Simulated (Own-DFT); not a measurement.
## Calculated data, Ti$_{12}$O$_{23}$ (rutile with two vacancies, strained, atoms displaced), Si$_{23}$O$_{48}$ (quartz with one vacancy, atoms displaced)

All values are calculated (Own-DFT development build). A calculation, not a measurement: plane-wave PBE density functional theory by an unreviewed code, no spin, of a simulated periodic cell, stress positive in tension, free energy of the whole cell less one offset for each atom, defect cell not probed for a lower state with spin; oxygen file: force components 24 meV/angstrom off all-electron in one glass; forces on such cells passed a denser k mesh, this cell's mesh not checked; offsets are fitted by least squares, one for each functional and potential file, so energies compare only between cells with the same atoms and settings and are not formation energies; the far tail of each file's local potential was reset to the Coulomb form; each entry is a single point on an unrelaxed cell, so the pressure reflects the starting lattice, mostly measured values (interpolated for alloys), from which strain is counted, and rises with the displacements; printed positions are rounded, which can move forces by about a meV/angstrom; the program, named Own-DFT, is a retired in-house code; no spin-orbit coupling; before rounding, a Quantum ESPRESSO 7.3.1 run of the same cell and cutoff gave forces within 1 meV/angstrom rms on each cell, which checks the program and not the settings.

Common to all runs: functional PBE; potential files PseudoDojo norm-conserving, scalar-relativistic, standard set; wave cutoff 72 hartree; occupations Fermi-Dirac; smearing width 0.1 eV.

```yaml
- entry: 1
  formula: Ti12O23
  kind: "rutile with two vacancies, strained, atoms displaced"
  structure:
    cell_angstrom:
      - [9.2619, 0.1217, 0.0907]
      - [0.1217, 9.0815, 0.0687]
      - [0.0876, 0.0663, 8.7918]
    atoms_fractional:
      - [Ti, 0.00187, 0.99931, 0.00259]
      - [Ti, 0.24894, 0.25683, 0.16578]
      - [O, 0.15554, 0.15494, 0.00272]
      - [O, 0.34772, 0.35001, 0.0009]
      - [O, 0.40079, 0.10269, 0.16784]
      - [O, 0.0952, 0.40292, 0.16267]
      - [Ti, 0.99461, 0.99828, 0.33466]
      - [Ti, 0.25237, 0.25116, 0.50026]
      - [O, 0.15357, 0.15334, 0.3302]
      - [O, 0.34559, 0.34861, 0.33818]
      - [O, 0.40587, 0.09522, 0.49539]
      - [O, 0.09679, 0.39972, 0.50137]
      - [Ti, 0.00309, 0.99581, 0.66461]
      - [Ti, 0.2548, 0.25053, 0.83327]
      - [O, 0.15107, 0.14983, 0.66627]
      - [O, 0.34864, 0.35087, 0.66852]
      - [O, 0.40198, 0.09533, 0.83308]
      - [Ti, 0.00102, 0.49774, 0.9989]
      - [Ti, 0.24898, 0.75102, 0.16659]
      - [O, 0.1503, 0.65449, 0.99603]
      - [O, 0.34339, 0.84602, 0.99678]
      - [O, 0.40609, 0.59365, 0.163]
      - [O, 0.0954, 0.90341, 0.16641]
      - [Ti, 0.99819, 0.49644, 0.34099]
      - [Ti, 0.25382, 0.75481, 0.50206]
      - [O, 0.1521, 0.65391, 0.33008]
      - [O, 0.34656, 0.85264, 0.33508]
      - [O, 0.40026, 0.59208, 0.49794]
      - [O, 0.10456, 0.90028, 0.50199]
      - [Ti, 0.00217, 0.4999, 0.66755]
      - [Ti, 0.24706, 0.74847, 0.83906]
      - [O, 0.34786, 0.85365, 0.66544]
      - [O, 0.40349, 0.5905, 0.83118]
      - [O, 0.09691, 0.89741, 0.83339]
      - [Ti, 0.49816, 0.99884, 0.00589]
      - [Ti, 0.74698, 0.24807, 0.16363]
      - [O, 0.64716, 0.14831, 0.0007]
      - [O, 0.8452, 0.34826, 0.00024]
      - [O, 0.90463, 0.09893, 0.16969]
      - [O, 0.59999, 0.40461, 0.16479]
      - [Ti, 0.49589, 0.01107, 0.33625]
      - [Ti, 0.75332, 0.24541, 0.49983]
      - [O, 0.64775, 0.15496, 0.33824]
      - [O, 0.84474, 0.34606, 0.33198]
      - [O, 0.90413, 0.09797, 0.50027]
      - [O, 0.60215, 0.40033, 0.50323]
      - [Ti, 0.50795, 0.00168, 0.66766]
      - [Ti, 0.7508, 0.24756, 0.83126]
      - [O, 0.65317, 0.15906, 0.66741]
      - [O, 0.84919, 0.34801, 0.66923]
      - [O, 0.90084, 0.09497, 0.83203]
      - [O, 0.60118, 0.39727, 0.83307]
      - [Ti, 0.50104, 0.49443, 0.00648]
      - [Ti, 0.75451, 0.74586, 0.16336]
      - [O, 0.64798, 0.64879, 0.00447]
      - [O, 0.84155, 0.84306, 0.00676]
      - [O, 0.89932, 0.59269, 0.16856]
      - [O, 0.5959, 0.90767, 0.16706]
      - [Ti, 0.5039, 0.49896, 0.32956]
      - [Ti, 0.74625, 0.7502, 0.50226]
      - [O, 0.65118, 0.64947, 0.33064]
      - [O, 0.84697, 0.85429, 0.33324]
      - [O, 0.90182, 0.59944, 0.50125]
      - [O, 0.59821, 0.9003, 0.49973]
      - [Ti, 0.50234, 0.4946, 0.66777]
      - [Ti, 0.74716, 0.75159, 0.83427]
      - [O, 0.65213, 0.64937, 0.66956]
      - [O, 0.85073, 0.84965, 0.66482]
      - [O, 0.90394, 0.60063, 0.83343]
      - [O, 0.59292, 0.90945, 0.83179]
  settings:
    k_mesh: "3 x 3 x 3 centred on Gamma"
  results:
    "free_energy_of_cell_above_offsets [eV]": "-14.066"
    "pressure [GPa]": 8.51
    "stress_xx [GPa]": -6.36
    "stress_yy [GPa]": -8.54
    "stress_zz [GPa]": -10.63
    "stress_yz [GPa]": 2.13
    "stress_xz [GPa]": 2.93
    "stress_xy [GPa]": 5.75
    force_element: [Ti, Ti, O, O, O, O, Ti, Ti, O, O, O, O, Ti, Ti, O, O, O, Ti, Ti, O, O, O, O, Ti, Ti, O, O, O, O, Ti, Ti, O, O, O, Ti, Ti, O, O, O, O, Ti, Ti, O, O, O, O, Ti, Ti, O, O, O, O, Ti, Ti, O, O, O, O, Ti, Ti, O, O, O, O, Ti, Ti, O, O, O, O]
    "force_x [eV/angstrom]": [-0.2, -0.325, -0.733, -0.263, -0.097, 0.228, 0.277, -0.226, -0.059, 0.361, -1.144, 0.244, -0.105, 0.621, 0.24, -0.68, -0.812, -0.485, 0.167, -0.485, 0.424, -0.952, 0.448, -0.317, 1.529, -0.196, -0.272, -0.434, -0.648, -2.185, 1.468, -0.727, -0.724, -0.125, 0.194, 0.265, 0.575, 0.629, -0.304, 0.407, 0.812, -0.326, 0.396, 0.552, 0.147, -0.165, -0.601, 0.088, -0.591, 1.068, 0.333, -0.287, 0.045, -1.062, 0.553, 1.044, 0.296, 0.145, 0.036, -0.353, -0.003, -0.055, 0.725, 0.043, 0.115, -0.281, 0.366, -0.533, 0.625, 1.29]
    "force_y [eV/angstrom]": [0.5, -0.617, -0.128, 0.005, 0.025, 0.02, 0.031, -0.705, -0.027, 0.305, 1.277, 0.342, 0.201, -1.135, 0.68, -0.513, 1.046, 0.238, -0.058, -0.841, 0.239, 0.791, -0.438, 0.37, 0.221, -0.43, -0.589, 0.509, -0.127, -0.83, 0.103, -1.082, 0.848, -0.121, 0.034, -0.339, 0.488, 0.141, 0.159, -1.001, -1.075, 0.775, 0.012, 0.399, -0.074, 0.1, -0.071, 0.172, -1.085, 0.575, -0.21, 0.213, 0.635, -0.107, 0.556, 1.116, 0.239, -0.633, 0.54, 0.153, 0.029, -0.506, -0.016, 0.088, 0.466, -0.351, 0.511, -0.4, -0.284, -1.356]
    "force_z [eV/angstrom]": [-0.398, 0.889, -0.628, -0.804, -0.172, 0.237, -0.234, -0.492, 0.63, -0.535, 1.413, 0.478, 0.654, -0.059, 0.689, -0.086, -0.155, 0.847, 0.784, 0.769, -0.029, 0.579, -0.176, -1.311, -1.223, 0.455, -0.21, 0.248, -0.11, -0.483, 0.024, -0.197, 0.204, 0.05, 0.297, 0.018, 0.302, -0.148, -0.453, 0.389, -1.24, -0.317, -0.249, -0.138, 0.203, -0.544, -0.045, 0.381, 0.059, -0.153, 0.367, 0.118, -2.081, 0.95, -0.608, -1.379, -0.15, -0.013, 1.658, -0.464, 0.745, 0.119, 0.51, 0.061, 0.042, -0.023, 0.176, 0.126, -0.437, 0.274]
- entry: 2
  formula: Si23O48
  kind: "quartz with one vacancy, atoms displaced"
  structure:
    cell_angstrom: [[9.8268, 0.0, 0.0], [-4.9134, 8.5103, 0.0], [0.0, 0.0, 10.8104]]
    atoms_fractional:
      - [Si, 0.24249, 0.00247, 0.99931]
      - [Si, 0.99853, 0.25376, 0.33938]
      - [Si, 0.25892, 0.26253, 0.16763]
      - [O, 0.20577, 0.12922, 0.05887]
      - [O, 0.44052, 0.31579, 0.21292]
      - [O, 0.36443, 0.06829, 0.39397]
      - [O, 0.08435, 0.37872, 0.45005]
      - [O, 0.14537, 0.21852, 0.2735]
      - [O, 0.29681, 0.42498, 0.11296]
      - [Si, 0.98997, 0.2264, 0.83261]
      - [Si, 0.25042, 0.26368, 0.66686]
      - [O, 0.19812, 0.13506, 0.56788]
      - [O, 0.43582, 0.30074, 0.72921]
      - [O, 0.36891, 0.07816, 0.90767]
      - [O, 0.07761, 0.35699, 0.9355]
      - [O, 0.14167, 0.20669, 0.76595]
      - [O, 0.29125, 0.42783, 0.5921]
      - [Si, 0.24569, 0.51398, 0.0053]
      - [Si, 0.00896, 0.74285, 0.33526]
      - [Si, 0.26233, 0.76876, 0.16652]
      - [O, 0.2188, 0.64793, 0.05155]
      - [O, 0.41012, 0.78574, 0.23011]
      - [O, 0.36766, 0.56789, 0.38257]
      - [O, 0.05986, 0.85713, 0.43266]
      - [O, 0.12841, 0.71546, 0.27141]
      - [O, 0.29031, 0.91428, 0.10051]
      - [Si, 0.23008, 0.49459, 0.50006]
      - [Si, 0.98915, 0.73962, 0.84363]
      - [Si, 0.27193, 0.77092, 0.67918]
      - [O, 0.21348, 0.63351, 0.56361]
      - [O, 0.41657, 0.78424, 0.72732]
      - [O, 0.37226, 0.56339, 0.86695]
      - [O, 0.08379, 0.87695, 0.93075]
      - [O, 0.12695, 0.70633, 0.77181]
      - [O, 0.2981, 0.92232, 0.62097]
      - [Si, 0.7282, 0.99949, 0.99932]
      - [Si, 0.52493, 0.25417, 0.32952]
      - [Si, 0.76787, 0.26688, 0.15131]
      - [O, 0.70066, 0.13601, 0.06346]
      - [O, 0.92054, 0.29105, 0.24047]
      - [O, 0.87154, 0.0694, 0.39639]
      - [O, 0.57236, 0.37449, 0.43142]
      - [O, 0.62534, 0.19169, 0.25723]
      - [O, 0.80268, 0.43718, 0.11937]
      - [Si, 0.73644, 0.00673, 0.50426]
      - [Si, 0.50659, 0.24171, 0.83886]
      - [Si, 0.77296, 0.2698, 0.67145]
      - [O, 0.69569, 0.12854, 0.54798]
      - [O, 0.94371, 0.29185, 0.72578]
      - [O, 0.86465, 0.07973, 0.8848]
      - [O, 0.55131, 0.34397, 0.95799]
      - [O, 0.61699, 0.19951, 0.76991]
      - [O, 0.7972, 0.44617, 0.60074]
      - [Si, 0.72973, 0.50425, 0.98543]
      - [Si, 0.49608, 0.7449, 0.35322]
      - [Si, 0.77624, 0.7748, 0.16151]
      - [O, 0.70494, 0.63797, 0.05415]
      - [O, 0.9434, 0.80165, 0.23554]
      - [O, 0.86775, 0.56798, 0.38546]
      - [O, 0.55713, 0.86932, 0.45052]
      - [O, 0.63651, 0.69676, 0.28219]
      - [O, 0.80049, 0.93195, 0.10384]
      - [Si, 0.74974, 0.50766, 0.4958]
      - [Si, 0.49686, 0.71962, 0.83726]
      - [Si, 0.74956, 0.76825, 0.64241]
      - [O, 0.70768, 0.6447, 0.55868]
      - [O, 0.93068, 0.80656, 0.71323]
      - [O, 0.87399, 0.57546, 0.90612]
      - [O, 0.57982, 0.87072, 0.94463]
      - [O, 0.63111, 0.70186, 0.76186]
      - [O, 0.80123, 0.93709, 0.61503]
  settings:
    k_mesh: "3 x 3 x 2 centred on Gamma"
  results:
    "free_energy_of_cell_above_offsets [eV]": "11.224"
    "pressure [GPa]": 13.36
    "stress_xx [GPa]": -7.73
    "stress_yy [GPa]": -18.37
    "stress_zz [GPa]": -13.98
    "stress_yz [GPa]": -1.6
    "stress_xz [GPa]": -0.01
    "stress_xy [GPa]": 0.18
    force_element: [Si, Si, Si, O, O, O, O, O, O, Si, Si, O, O, O, O, O, O, Si, Si, Si, O, O, O, O, O, O, Si, Si, Si, O, O, O, O, O, O, Si, Si, Si, O, O, O, O, O, O, Si, Si, Si, O, O, O, O, O, O, Si, Si, Si, O, O, O, O, O, O, Si, Si, Si, O, O, O, O, O, O]
    "force_x [eV/angstrom]": [-3.363, 7.105, 4.873, -0.952, 1.452, 0.828, -7.968, -5.649, -2.658, 8.493, 9.336, 0.498, -1.986, 4.792, 0.778, -8.681, 4.805, 2.023, -1.177, -0.265, -0.62, 4.04, -1.64, -0.329, 5.328, -1.619, 4.224, 1.389, -5.603, -0.519, 8.904, -4.491, -0.826, -2.151, -1.664, 3.706, -4.299, -0.361, 1.611, -4.766, -0.422, 1.747, 0.526, -1.635, 2.651, -5.633, -1.91, -2.265, -6.459, -3.589, 2.411, 6.351, 5.421, -3.124, 1.536, 0.255, 0.307, -6.246, 0.867, 1.663, -0.825, -0.742, -7.148, 2.563, 3.542, 2.459, -0.279, 2.263, -3.08, -0.868, -2.936]
    "force_y [eV/angstrom]": [-1.841, -5.009, -0.378, 0.571, -1.712, 2.241, -8.564, -0.886, 4.296, 3.887, 6.142, -2.627, 0.154, 3.124, 3.036, -3.316, -3.3, -5.554, -6.898, -2.818, -0.568, 0.596, -1.04, 6.77, -1.804, 4.402, 11.53, 1.125, -4.976, 0.937, 0.686, -8.461, 1.156, -0.84, 4.68, 3.485, -5.124, 4.591, -5.882, 1.739, 1.62, 4.016, 0.661, 1.694, -3.036, -2.834, -0.195, 6.044, 2.032, -6.822, 4.834, 0.583, -5.928, -3.68, -4.842, -2.818, 0.128, 1.392, 0.508, 4.101, 2.673, 1.969, 2.235, 9.928, 4.14, -10.01, -1.987, 0.202, -5.448, 0.364, 4.929]
    "force_z [eV/angstrom]": [3.931, 3.66, -1.655, 0.934, 1.875, -0.871, -5.347, 4.608, -3.571, 0.796, -5.718, -3.211, -0.392, -5.653, 2.358, 9.737, 5.933, -2.723, -1.228, 2.706, -0.583, 2.444, 2.266, 8.221, -2.761, -1.818, -0.81, -8.452, -3.76, 0.713, 4.919, 6.521, 2.335, 2.23, -2.19, 1.299, -4.004, 7.973, -6.284, -5.84, 0.005, 4.05, 0.544, -3.429, -2.392, -1.478, -2.591, 4.561, -5.716, 4.07, 1.708, -2.411, 7.616, 7.902, -8.034, 5.003, -0.585, -6.374, -0.947, 3.841, -1.051, -0.978, -4.566, -4.55, 11.83, -9.526, 2.618, -3.014, -3.211, 0.999, -2.485]
- entry: 3
  formula: Ti12O23
  kind: "rutile with two vacancies, strained, atoms displaced"
  structure:
    cell_angstrom:
      - [9.0573, 0.0802, -0.1155]
      - [0.0802, 9.2465, -0.1836]
      - [-0.1116, -0.1774, 8.7307]
    atoms_fractional:
      - [Ti, 0.01015, 0.01406, 0.99695]
      - [Ti, 0.24814, 0.24415, 0.16612]
      - [O, 0.16679, 0.14729, 0.98815]
      - [O, 0.34602, 0.35205, 0.99668]
      - [O, 0.40106, 0.10023, 0.1649]
      - [O, 0.10017, 0.39303, 0.17002]
      - [Ti, 0.98188, 0.99784, 0.30747]
      - [Ti, 0.25658, 0.24435, 0.50041]
      - [O, 0.13994, 0.16155, 0.32937]
      - [O, 0.37096, 0.34434, 0.33099]
      - [O, 0.39332, 0.10549, 0.48961]
      - [O, 0.09728, 0.38809, 0.50455]
      - [Ti, 0.01381, 0.00621, 0.66401]
      - [Ti, 0.27047, 0.24553, 0.83431]
      - [O, 0.14849, 0.16453, 0.67845]
      - [O, 0.35193, 0.34362, 0.67401]
      - [O, 0.39584, 0.08572, 0.82152]
      - [O, 0.08922, 0.40743, 0.83891]
      - [Ti, 0.00892, 0.49756, 0.99167]
      - [Ti, 0.25177, 0.746, 0.16896]
      - [O, 0.1553, 0.64543, 0.99876]
      - [O, 0.3609, 0.84314, 0.00866]
      - [O, 0.40432, 0.60597, 0.15242]
      - [Ti, 0.98172, 0.50016, 0.31709]
      - [Ti, 0.24891, 0.75446, 0.50842]
      - [O, 0.15228, 0.63718, 0.33912]
      - [O, 0.3339, 0.85172, 0.32847]
      - [O, 0.40371, 0.5878, 0.49127]
      - [O, 0.09652, 0.89986, 0.49196]
      - [Ti, 0.98779, 0.50507, 0.66887]
      - [Ti, 0.25089, 0.76172, 0.82114]
      - [O, 0.15737, 0.65371, 0.66438]
      - [O, 0.34693, 0.84031, 0.65428]
      - [O, 0.41328, 0.58715, 0.82864]
      - [O, 0.10207, 0.90022, 0.83943]
      - [Ti, 0.50374, 0.99608, 0.00528]
      - [Ti, 0.76688, 0.23924, 0.14866]
      - [O, 0.65677, 0.13743, 0.98605]
      - [O, 0.83107, 0.33621, 0.01457]
      - [O, 0.89514, 0.11869, 0.16348]
      - [O, 0.6197, 0.40538, 0.16429]
      - [Ti, 0.50284, 0.00663, 0.34449]
      - [Ti, 0.75927, 0.24553, 0.50489]
      - [O, 0.66059, 0.1504, 0.32938]
      - [O, 0.84957, 0.35102, 0.31905]
      - [O, 0.91108, 0.08953, 0.50984]
      - [O, 0.59196, 0.40393, 0.51406]
      - [Ti, 0.50187, 0.01117, 0.68511]
      - [Ti, 0.75104, 0.23123, 0.8211]
      - [O, 0.64508, 0.14575, 0.64992]
      - [O, 0.85446, 0.35172, 0.66658]
      - [O, 0.90637, 0.0892, 0.83414]
      - [O, 0.59036, 0.38846, 0.8417]
      - [Ti, 0.499, 0.48837, 0.99045]
      - [Ti, 0.74309, 0.75465, 0.17278]
      - [O, 0.63734, 0.65086, 0.00455]
      - [O, 0.90643, 0.5981, 0.18704]
      - [O, 0.61168, 0.90542, 0.15862]
      - [Ti, 0.49658, 0.50594, 0.34595]
      - [Ti, 0.73419, 0.74915, 0.49361]
      - [O, 0.66655, 0.65365, 0.33218]
      - [O, 0.84004, 0.84398, 0.33493]
      - [O, 0.90074, 0.5986, 0.50442]
      - [O, 0.60117, 0.90942, 0.49768]
      - [Ti, 0.5004, 0.50687, 0.6692]
      - [Ti, 0.74317, 0.74919, 0.83793]
      - [O, 0.64951, 0.64126, 0.67365]
      - [O, 0.8461, 0.85174, 0.66931]
      - [O, 0.90787, 0.59757, 0.83379]
      - [O, 0.60223, 0.89386, 0.83538]
  settings:
    k_mesh: "3 x 3 x 3 centred on Gamma"
  results:
    "free_energy_of_cell_above_offsets [eV]": "-3.631"
    "pressure [GPa]": 17.84
    "stress_xx [GPa]": -16.3
    "stress_yy [GPa]": -15.44
    "stress_zz [GPa]": -21.77
    "stress_yz [GPa]": -4.91
    "stress_xz [GPa]": -1.82
    "stress_xy [GPa]": 6.26
    force_element: [Ti, Ti, O, O, O, O, Ti, Ti, O, O, O, O, Ti, Ti, O, O, O, O, Ti, Ti, O, O, O, Ti, Ti, O, O, O, O, Ti, Ti, O, O, O, O, Ti, Ti, O, O, O, O, Ti, Ti, O, O, O, O, Ti, Ti, O, O, O, O, Ti, Ti, O, O, O, Ti, Ti, O, O, O, O, Ti, Ti, O, O, O, O]
    "force_x [eV/angstrom]": [1.678, -0.049, -1.503, -0.426, 0.875, -0.171, 0.988, -3.519, 0.239, -1.575, 2.122, 0.279, -0.2, -1.408, -0.254, -0.022, -1.213, 1.709, 0.292, 0.851, -0.546, -1.059, -0.553, 3.837, -3.324, 0.924, 1.152, -2.131, 0.226, 1.869, 0.402, -0.163, 2.896, -2.889, -0.072, -0.275, -10.02, -0.904, 4.043, 7.576, -2.799, 0.511, -0.101, -1.156, -0.587, -1.573, 2.073, 2.444, -0.591, 0.539, -1.506, -1.259, 1.995, 1.473, -0.066, 2.715, -2.904, -0.575, 2.102, 2.73, -2.451, 1.684, -0.605, -0.802, 0.115, 0.707, 1.198, -0.286, -1.823, -0.88]
    "force_y [eV/angstrom]": [0.537, 1.509, -1.172, -0.595, -1.028, 0.334, -0.699, 4.083, -1.451, -0.573, -2.779, 0.728, -1.191, 2.603, -1.415, -0.158, 0.625, -1.915, 0.498, -2.921, 0.751, 0.437, 0.086, -3.286, -2.03, 1.603, 1.063, 2.964, 0.227, -0.849, -1.903, -0.121, 2.517, 2.856, -0.218, -0.077, 5.12, -0.494, 3.99, -7.872, 1.083, 0.939, 1.091, -1.078, -1.139, 1.43, -1.37, -2.84, 2.041, 0.579, -1.521, 0.619, -1.344, -0.087, -1.894, 1.838, 3.784, 0.625, -3.735, 0.636, -1.758, 1.885, 0.475, -0.626, -1.961, -1.379, 1.726, -0.724, 1.825, 1.096]
    "force_z [eV/angstrom]": [-0.775, 1.785, 0.78, 1.05, -0.269, -1.424, 3.248, -0.314, -0.752, -0.211, 1.112, 0.751, -1.903, -1.144, -0.789, -0.089, 3.034, -0.668, 1.902, 0.156, -0.544, -0.917, 2.044, 5.988, -5.301, -0.869, 0.659, 2.826, 0.014, -3.614, 2.499, 0.61, 3.14, 1.031, 0.526, 1.748, 4.182, -1.064, -6.506, 0.065, -0.097, -1.349, -3.672, 1.242, 2.503, -1.062, -1.518, -4.547, 1.975, 0.748, 0.92, 0.574, -2.15, 4.079, -1.392, -0.76, -5.764, 0.57, -5.125, 3.585, -1.164, 0.604, 0.153, 0.177, -0.468, -1.959, -0.062, 1.028, 1.584, -0.648]
```
